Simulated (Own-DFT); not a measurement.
# Computed records: SiC (4H silicon carbide, atoms displaced)

A calculation, not a measurement: plane-wave PBE density functional theory by an unreviewed code, no spin, of a simulated periodic cell, stress positive in tension, free energy of the whole cell less one offset for each atom, forces on such cells passed a denser k mesh, this cell's mesh not checked; offsets are fitted by least squares, one for each functional and potential file, so energies compare only between cells with the same atoms and settings and are not formation energies; the far tail of each file's local potential was reset to the Coulomb form; each entry is a single point on an unrelaxed cell, so the pressure reflects the starting lattice, mostly measured values (interpolated for alloys), from which strain is counted, and rises with the displacements; printed positions are rounded, which can move forces by about a meV/angstrom; the program, named Own-DFT, is a retired in-house code; no spin-orbit coupling. Program: Own-DFT development build.

Common to all runs: functional PBE; potential files PseudoDojo norm-conserving, scalar-relativistic, standard set; wave cutoff 42 hartree; occupations Fermi-Dirac; smearing width 0.1 eV; hardware one NVIDIA H100; k mesh 5 x 5 x 3 centred on Gamma.

(1) SiC (4H silicon carbide, atoms displaced)

```xyz
32
Lattice="6.1654 0.0000 0.0000 -3.0827 5.3394 0.0000 0.0000 0.0000 10.0681" Properties=species:S:1:pos:R:3 SiC
Si     3.0683     5.2760     4.0957
Si     0.0607     1.7231     1.5876
C     -2.9845     5.3104     1.0141
C     -0.0060     1.7683     3.4277
Si    -1.5144     2.6456     3.9915
Si    -1.5517     4.4034     1.5526
C     -1.4925     2.6848     0.8922
C     -1.4885     4.5181     3.4728
Si     0.1262     5.2926     4.2100
Si     3.0141     1.8171     1.5351
C      3.1622     0.1261     1.0005
C      3.1401     1.7327     3.5339
Si     1.5655     2.6610     4.0395
Si     1.5904     4.4301     1.5358
C      1.4784     2.6867     0.9040
C      1.5379     4.4168     3.5399
Si     0.0836     0.0218     9.1991
Si     3.1750     3.5214     6.6226
C      0.0084     0.0305     6.0498
C      3.0769     3.4856     8.3808
Si     4.5761     2.6246     9.1397
Si     4.5671     0.8024     6.6120
C      4.6277     2.5975     5.9550
C      4.6327     0.8727     8.5293
Si     3.1057     0.0455     8.9998
Si     0.1148     3.5602     6.6983
C      0.0422     5.2918     5.9806
C     -0.0704     3.5547     8.5049
Si     1.5799     2.7113     9.1927
Si     1.5147     0.9930     6.6203
C      1.5846     2.5788     5.8664
C      1.5130     0.8462     8.5734
```

```
free energy of cell above offsets : -2.068 eV
pressure                          : 5.44 GPa
stress xx                         : -4.63 GPa
stress yy                         : -4.58 GPa
stress zz                         : -7.11 GPa
stress yz                         : 0.18 GPa
stress xz                         : 1.21 GPa
stress xy                         : -0.4 GPa
wall time                         : 123 s
```

Force:
| element | x (eV/Å) | y (eV/Å) | z (eV/Å) |
| --- | --- | --- | --- |
| Si | 1.373 | 1.208 | 0.917 |
| Si | -1.73 | 0.945 | -0.084 |
| C | -1.805 | -0.057 | -1.516 |
| C | 0.905 | -0.614 | 0.146 |
| Si | -0.08 | 1.363 | 2.117 |
| Si | 3.355 | 0.974 | 1.375 |
| C | -0.853 | -0.83 | 1.203 |
| C | -0.198 | -1.574 | -0.012 |
| Si | -2.771 | 0.924 | -2.607 |
| Si | 2.123 | 0.08 | 1.714 |
| C | -0.944 | -3.135 | -2.051 |
| C | -1.092 | 0.516 | -1.843 |
| Si | 0.129 | -1.441 | 0.403 |
| Si | -1.427 | 1.67 | 1.446 |
| C | 1.272 | 0.25 | 1.525 |
| C | 1.303 | -0.465 | -2.099 |
| Si | -2.413 | -1.689 | -1.096 |
| Si | -0.735 | 0.292 | -3.036 |
| C | 0.073 | -1.211 | -1.068 |
| C | -0.069 | 1.055 | 4.209 |
| Si | 0.67 | 0.537 | -1.196 |
| Si | 2.296 | 2.176 | 0.323 |
| C | 1.317 | 0.565 | 0.097 |
| C | 1.066 | -0.166 | -0.596 |
| Si | -0.45 | -1.34 | 3.231 |
| Si | -1.845 | -1.687 | -2.656 |
| C | -1.525 | -0.113 | 2.088 |
| C | 1.69 | -0.006 | 1.051 |
| Si | -1.371 | -0.667 | -2.897 |
| Si | 0.234 | -3.194 | 0.392 |
| C | 0.086 | 3.067 | 2.132 |
| C | 1.418 | 2.568 | -1.611 |

(2) SiC (4H silicon carbide, atoms displaced)

```xyz
32
Lattice="6.1654 0.0000 0.0000 -3.0827 5.3394 0.0000 0.0000 0.0000 10.0681" Properties=species:S:1:pos:R:3 SiC
Si     3.1065     5.1723     4.2255
Si     0.0500     1.8180     1.5732
C      3.0758     5.2983     1.0245
C     -0.0870     1.7879     3.4195
Si    -1.4734     2.6812     4.0723
Si    -1.5148     4.3530     1.6853
C      4.6646     2.5390     0.8950
C     -1.5713     4.4201     3.4452
Si     3.2198     0.0798     4.0590
Si     3.1044     1.7894     1.4817
C      3.0786     0.0632     0.9241
C      2.9120     1.7151     3.5215
Si     1.5061     2.6969     4.0395
Si     1.6170     4.5282     1.6292
C      1.5873     2.7426     0.9490
C      1.5058     4.5119     3.4846
Si     0.0603     0.0250     9.2157
Si     2.9997     3.5746     6.5514
C     -3.0351     5.3069     5.9852
C      3.0516     3.6384     8.5127
Si     4.5505     2.7362     9.1793
Si     4.5557     0.9153     6.6709
C      4.5403     2.6586     5.8664
C      4.6523     0.9529     8.5211
Si    -0.0009     5.2793     9.2318
Si    -0.0536     3.6489     6.6169
C      0.0122     5.2949     5.9777
C     -0.0045     3.4902     8.4291
Si     1.5395     2.6401     9.0592
Si     1.4387     0.9774     6.5555
C      1.5274     2.7241     5.9796
C      1.4847     0.9577     8.3878
```

```
free energy of cell above offsets : -1.339 eV
pressure                          : 6.2 GPa
stress xx                         : -3.54 GPa
stress yy                         : -5.79 GPa
stress zz                         : -9.27 GPa
stress yz                         : -0.02 GPa
stress xz                         : 1.13 GPa
stress xy                         : 0.69 GPa
wall time                         : 116 s
```

Force:
| element | x (eV/Å) | y (eV/Å) | z (eV/Å) |
| --- | --- | --- | --- |
| Si | -0.308 | 2.912 | -3.213 |
| Si | 0.415 | -1.333 | 0.051 |
| C | 2.801 | 1.399 | -0.953 |
| C | 2.163 | -1.138 | 0.883 |
| Si | -2.594 | -0.433 | -0.255 |
| Si | -0.312 | 1.106 | -2.87 |
| C | 0.011 | 2.554 | 1.641 |
| C | 1.335 | 0.001 | 1.984 |
| Si | -3.918 | -1.324 | 2.241 |
| Si | -1.183 | 0.099 | 2.418 |
| C | -0.202 | -2.305 | 2.218 |
| C | 3.065 | 2.398 | -2.677 |
| Si | -1.588 | -0.375 | 0.984 |
| Si | -2.178 | -1.121 | -0.781 |
| C | -0.628 | -0.401 | -0.632 |
| C | 2.319 | -1.799 | -0.594 |
| Si | -1.476 | 0.684 | -1.484 |
| Si | 2.147 | -0.357 | 1.655 |
| C | -1.996 | 0.979 | 0.953 |
| C | 0.145 | -0.825 | -0.487 |
| Si | 1.176 | -1.05 | -2.625 |
| Si | 0.752 | -0.062 | -1.04 |
| C | 0.896 | 0.335 | 2.69 |
| C | -0.936 | -0.927 | 1.097 |
| Si | 0.374 | 0.884 | -4.297 |
| Si | -0.426 | -2.514 | -0.905 |
| C | -0.748 | 2.741 | -0.677 |
| C | -0.812 | 1.567 | 2.351 |
| Si | -0.051 | 1.54 | 0.933 |
| Si | 2.326 | -1.254 | 0.037 |
| C | -1.837 | -0.103 | -1.161 |
| C | 1.267 | -1.876 | 2.515 |

(3) SiC (4H silicon carbide, atoms displaced)

```xyz
32
Lattice="6.1654 0.0000 0.0000 -3.0827 5.3394 0.0000 0.0000 0.0000 10.0681" Properties=species:S:1:pos:R:3 SiC
Si     6.1462     0.0157     4.1009
Si     0.0918     1.8252     1.6303
C      3.0280     5.2766     0.9593
C      0.0120     1.7808     3.4360
Si    -1.4482     2.6558     4.0632
Si    -1.5383     4.5499     1.5620
C      4.6006     2.5415     0.9730
C     -1.5078     4.3518     3.4148
Si    -0.0890     5.2858     4.1066
Si     3.0488     1.7904     1.6405
C     -0.0394     5.3313     0.8898
C      3.1571     1.8110     3.4009
Si     1.5559     2.6397     4.1227
Si     1.5303     4.3924     1.5734
C      1.5002     2.7667     0.9424
C      1.5419     4.4574     3.5453
Si     6.1324     0.0036     9.0787
Si     3.0353     3.5491     6.5802
C     -0.0372     0.1588     5.9607
C      3.0756     3.5156     8.4368
Si    -1.5598     2.7134     9.1178
Si     4.6918     0.9868     6.4378
C     -1.5397     2.7063     5.8789
C      4.6702     0.9214     8.5045
Si     3.0243     0.0716     9.1381
Si    -0.0090     3.5190     6.5571
C      0.0030     5.3366     6.0063
C     -0.0343     3.4825     8.4371
Si     1.5075     2.5924     9.2368
Si     1.5114     0.9553     6.6589
C      1.4658     2.5841     6.0138
C      1.5331     0.8455     8.5668
```

```
free energy of cell above offsets : -2.150 eV
pressure                          : 5.7 GPa
stress xx                         : -5.13 GPa
stress yy                         : -4.62 GPa
stress zz                         : -7.34 GPa
stress yz                         : 0.46 GPa
stress xz                         : 0.27 GPa
stress xy                         : 0.23 GPa
wall time                         : 116.4 s
```

Force:
| element | x (eV/Å) | y (eV/Å) | z (eV/Å) |
| --- | --- | --- | --- |
| Si | 0.974 | -0.606 | -0.669 |
| Si | -3.144 | -1.501 | -1.994 |
| C | 1.213 | 1.554 | -0.369 |
| C | 1.521 | -0.527 | 1.045 |
| Si | -1.812 | -0.067 | -1.002 |
| Si | -0.881 | -3.264 | -0.578 |
| C | 0.796 | 2.619 | -0.507 |
| C | -1.134 | 2.337 | 0.669 |
| Si | 1.702 | 1.252 | 0.006 |
| Si | 0.929 | -0.299 | -2.642 |
| C | 0.624 | 0.673 | 1.66 |
| C | -1.565 | -1.092 | 3.12 |
| Si | 0.626 | 0.24 | -0.443 |
| Si | -0.511 | 3.355 | 1.323 |
| C | 1.06 | -3.04 | 0.983 |
| C | -0.668 | -0.719 | -0.912 |
| Si | -0.261 | -1.076 | 1.088 |
| Si | 0.112 | 0.716 | -0.165 |
| C | 2.47 | -3.532 | -0.568 |
| C | -0.913 | 0.485 | 1.154 |
| Si | 0.341 | -1.526 | 0.63 |
| Si | -3.526 | -0.822 | 3.824 |
| C | -0.769 | 0.849 | 0.546 |
| C | -1.711 | 0.141 | -1.398 |
| Si | 2.834 | -2.271 | -1.381 |
| Si | -0.338 | 1.432 | 1.413 |
| C | -0.44 | 0.566 | -0.574 |
| C | 0.913 | 1.481 | 1.236 |
| Si | -0.158 | 1.689 | -3.541 |
| Si | 1 | -2.815 | 0.529 |
| C | 1.74 | 2.59 | -1.51 |
| C | -1.024 | 1.179 | -0.972 |

(4) SiC (4H silicon carbide, atoms displaced)

```xyz
32
Lattice="6.1654 0.0000 0.0000 -3.0827 5.3394 0.0000 0.0000 0.0000 10.0681" Properties=species:S:1:pos:R:3 SiC
Si    -2.9897     5.2217     4.1040
Si     0.0113     1.8259     1.6679
C      6.1467     0.0211     0.8968
C      0.0073     1.7124     3.4948
Si    -1.5098     2.6673     4.0335
Si    -1.5832     4.4844     1.4942
C     -1.5252     2.7127     0.9767
C     -1.6399     4.5498     3.5032
Si     2.9979     0.0278     4.1350
Si     3.0101     1.7911     1.4630
C      0.0283     5.3233     0.8593
C      3.0827     1.7214     3.3849
Si     1.5060     2.6182     4.1087
Si     1.4283     4.4620     1.5154
C      1.6993     2.6826     1.0271
C      1.5926     4.4006     3.3282
Si     3.0882     5.2697     9.1666
Si     3.1531     3.6354     6.6257
C      6.1253     0.0050     5.9410
C      3.0809     3.5423     8.5457
Si     4.5799     2.6847     9.1470
Si     4.6450     0.9308     6.5657
C     -1.5075     2.6788     5.8988
C      4.5342     0.7762     8.5015
Si    -0.1001     5.2758     9.0720
Si     0.0715     3.5939     6.5786
C     -0.0497     5.3158     6.0589
C     -0.0369     3.5441     8.4937
Si     1.4906     2.6045     9.0868
Si     1.4926     0.9282     6.5697
C      1.5901     2.7532     5.9613
C      1.4963     0.9460     8.4783
```

```
free energy of cell above offsets : -1.835 eV
pressure                          : 5.77 GPa
stress xx                         : -6.43 GPa
stress yy                         : -5.58 GPa
stress zz                         : -5.29 GPa
stress yz                         : -0.24 GPa
stress xz                         : 0.13 GPa
stress xy                         : 4.3 GPa
wall time                         : 128.8 s
```

Force:
| element | x (eV/Å) | y (eV/Å) | z (eV/Å) |
| --- | --- | --- | --- |
| Si | -7.029 | 3.281 | 0.418 |
| Si | 0.504 | -0.929 | -1.979 |
| C | -0.385 | 0.623 | 1.429 |
| C | -0.206 | 0.375 | 0.508 |
| Si | -1.277 | -0.226 | -0.209 |
| Si | 0.152 | 0.349 | 1.541 |
| C | -0.05 | -0.685 | -0.283 |
| C | 6.163 | -4.275 | -3.131 |
| Si | 2.135 | -0.744 | -0.965 |
| Si | 5.241 | -2.598 | 2.938 |
| C | -2.627 | 0.765 | 0.072 |
| C | -0.067 | 0.925 | 1.103 |
| Si | 1.472 | 1.245 | -1.769 |
| Si | 3.437 | -0.398 | 0.507 |
| C | -6.821 | 1.952 | -3.544 |
| C | -1.551 | 0.26 | 3.187 |
| Si | -1.391 | 1.964 | -1.375 |
| Si | -0.316 | -1.481 | -0.091 |
| C | 0.886 | 0.417 | 0.587 |
| C | -0.477 | -0.229 | -1.126 |
| Si | 0.92 | -2.108 | -0.23 |
| Si | -1.28 | -0.569 | 1.119 |
| C | 0.092 | 0.603 | 1.159 |
| C | 1.542 | 1.783 | -0.353 |
| Si | 1.086 | 1.174 | -0.167 |
| Si | -1.464 | -1.107 | 0.606 |
| C | 0.565 | 1.78 | -1.708 |
| C | -0.089 | -0.996 | -0.454 |
| Si | 0.601 | 2.262 | 1.688 |
| Si | 0.491 | 0.182 | 0.623 |
| C | 0.222 | -1.042 | 0.448 |
| C | -0.477 | -2.553 | -0.549 |

(5) SiC (4H silicon carbide, atoms displaced)

```xyz
32
Lattice="6.1654 0.0000 0.0000 -3.0827 5.3394 0.0000 0.0000 0.0000 10.0681" Properties=species:S:1:pos:R:3 SiC
Si     6.0872     0.0746     4.1894
Si     0.0187     1.7980     1.5835
C      3.0638     5.3068     1.1213
C      0.0274     1.7436     3.4875
Si    -1.5396     2.7164     4.1661
Si    -1.5001     4.4628     1.6202
C     -1.5309     2.6553     0.9293
C     -1.5831     4.5222     3.4760
Si     3.0703     0.0903     4.1034
Si     3.1320     1.7504     1.6511
C      0.0965     5.2479     0.9530
C      3.0855     1.8483     3.4576
Si     1.4895     2.6511     4.1461
Si     1.6377     4.4426     1.6047
C      1.5826     2.6657     0.8766
C      1.5056     4.4586     3.4941
Si     3.0655     5.1925     9.2632
Si     3.2062     3.6291     6.5604
C      6.0958     0.0757     5.9951
C      3.1293     3.5470     8.5506
Si    -1.4936     2.7199     9.1106
Si     4.7009     0.8535     6.6099
C     -1.4309     2.7006     5.9911
C      4.6090     0.9530     8.5870
Si     3.1040     0.0342     9.0634
Si     0.0148     3.5547     6.6753
C     -0.0493     5.3144     6.0062
C     -0.0003     3.6117     8.5461
Si     1.4642     2.6811     9.0885
Si     1.5842     0.8316     6.5836
C      1.5446     2.5976     6.0477
C      1.5061     0.9249     8.5365
```

```
free energy of cell above offsets : -2.880 eV
pressure                          : 4.7 GPa
stress xx                         : -4.91 GPa
stress yy                         : -4.42 GPa
stress zz                         : -4.78 GPa
stress yz                         : -0.55 GPa
stress xz                         : 0.6 GPa
stress xy                         : 0.51 GPa
wall time                         : 128.9 s
```

Force:
| element | x (eV/Å) | y (eV/Å) | z (eV/Å) |
| --- | --- | --- | --- |
| Si | 0.717 | -1.855 | -2.671 |
| Si | 0.196 | 0.111 | -0.071 |
| C | 2.532 | 1.253 | -2.683 |
| C | -1.277 | 1.698 | 0.032 |
| Si | 0.674 | 0.467 | -2.188 |
| Si | 0.282 | -0.672 | -0.37 |
| C | 0.282 | 0.524 | 0.939 |
| C | 0.396 | -0.436 | 1.663 |
| Si | -0.31 | -1.582 | -0.436 |
| Si | -0.385 | -0.124 | -3.024 |
| C | -1.204 | 1.611 | 0.018 |
| C | 0.018 | -0.054 | 2.051 |
| Si | 0.788 | 1.029 | -0.252 |
| Si | -2.731 | -1.756 | 0.788 |
| C | 0.014 | -0.439 | 1.846 |
| C | 0.014 | -0.007 | 0.902 |
| Si | 0.26 | 3.53 | -0.522 |
| Si | -2.14 | -1.456 | 1.612 |
| C | 3.325 | -2.21 | -0.186 |
| C | -1.053 | -0.422 | -1.75 |
| Si | -0.881 | -0.964 | 1.501 |
| Si | -3.737 | 2.148 | 2.456 |
| C | -1.628 | -0.884 | 0.463 |
| C | 1.565 | -1.483 | -1.733 |
| Si | -0.87 | 0.944 | 2.274 |
| Si | 1.351 | 0.084 | -0.601 |
| C | 2.361 | -0.034 | -0.511 |
| C | -0.023 | 0.017 | -1.361 |
| Si | 2.255 | -0.482 | 0.741 |
| Si | -1.588 | 1.501 | 2.225 |
| C | 1.052 | 1.704 | -0.622 |
| C | -0.251 | -1.76 | -0.53 |

(6) SiC (4H silicon carbide, atoms displaced)

```xyz
32
Lattice="6.1654 0.0000 0.0000 -3.0827 5.3394 0.0000 0.0000 0.0000 10.0681" Properties=species:S:1:pos:R:3 SiC
Si     6.0535     0.0143     4.0574
Si     0.0717     1.8037     1.5332
C      0.0904     0.0395     0.9155
C      0.1046     1.7940     3.5406
Si    -1.5249     2.7006     4.0512
Si    -1.6012     4.4589     1.5449
C      4.5927     2.6794     0.9044
C     -1.5606     4.3827     3.4280
Si     0.0117     5.3240     4.0839
Si     3.1012     1.7410     1.5391
C      3.0383     0.0551     0.8654
C      3.0172     1.6872     3.4414
Si     1.5281     2.5331     4.0425
Si     1.6165     4.4539     1.5902
C      1.4921     2.6876     0.8749
C      1.5948     4.4483     3.3435
Si    -0.0081     0.0410     9.1307
Si     3.0897     3.5988     6.6071
C     -3.0223     5.2891     5.9255
C      3.1037     3.5278     8.4138
Si     4.6112     2.6268     9.2152
Si     4.6195     0.9775     6.5889
C      4.5774     2.6843     6.0747
C      4.6348     0.9298     8.4821
Si     3.0917     0.0114     9.1662
Si    -0.0380     3.5127     6.6754
C      3.0473     0.0822     5.9714
C      0.0095     3.5908     8.5980
Si     1.6706     2.6353     9.1565
Si     1.4699     0.9535     6.6528
C      1.5095     2.6155     6.0517
C      1.5272     1.0120     8.4637
```

```
free energy of cell above offsets : -1.948 eV
pressure                          : 6.36 GPa
stress xx                         : -2.89 GPa
stress yy                         : -7.14 GPa
stress zz                         : -9.06 GPa
stress yz                         : -0.15 GPa
stress xz                         : -0.55 GPa
stress xy                         : -1.51 GPa
wall time                         : 123.7 s
```

Force:
| element | x (eV/Å) | y (eV/Å) | z (eV/Å) |
| --- | --- | --- | --- |
| Si | 3.102 | -0.678 | 0.736 |
| Si | -1.61 | 0.028 | 0.898 |
| C | -2.318 | 0.039 | 0.178 |
| C | -4.95 | -1.578 | -3.019 |
| Si | -0.643 | -1.496 | 1.427 |
| Si | 2.431 | -0.567 | 0.428 |
| C | 0.465 | -0.427 | 2.689 |
| C | -0.129 | 1.858 | -0.115 |
| Si | -0.627 | -1.194 | 0.235 |
| Si | -0.971 | 0.837 | 0.558 |
| C | 0.973 | -1.443 | 2.595 |
| C | 2.198 | 1.211 | -0.61 |
| Si | 2.982 | 3.667 | 2.898 |
| Si | -1.372 | 0.467 | -3.118 |
| C | 2.453 | 0.544 | 1.93 |
| C | -1.791 | -1.008 | 2.998 |
| Si | 0.621 | -0.463 | -1.517 |
| Si | -1.272 | -1.165 | -0.459 |
| C | -1.925 | 1.688 | 0.441 |
| C | 0.613 | 1.398 | 2.919 |
| Si | 0.889 | 1.498 | -3.529 |
| Si | -0.28 | -2.667 | 0.39 |
| C | 0.951 | 0.745 | -2.813 |
| C | -0.184 | -0.914 | 0.688 |
| Si | -0.286 | 0.18 | -2.767 |
| Si | 0.732 | 1.984 | 0.126 |
| C | 0.554 | -1.453 | 0.343 |
| C | 0.104 | -0.925 | -0.69 |
| Si | -2.442 | 2.456 | -1.689 |
| Si | 1.471 | -1.975 | -1.145 |
| C | 0.159 | 2.606 | -2.281 |
| C | 0.101 | -3.253 | 1.273 |
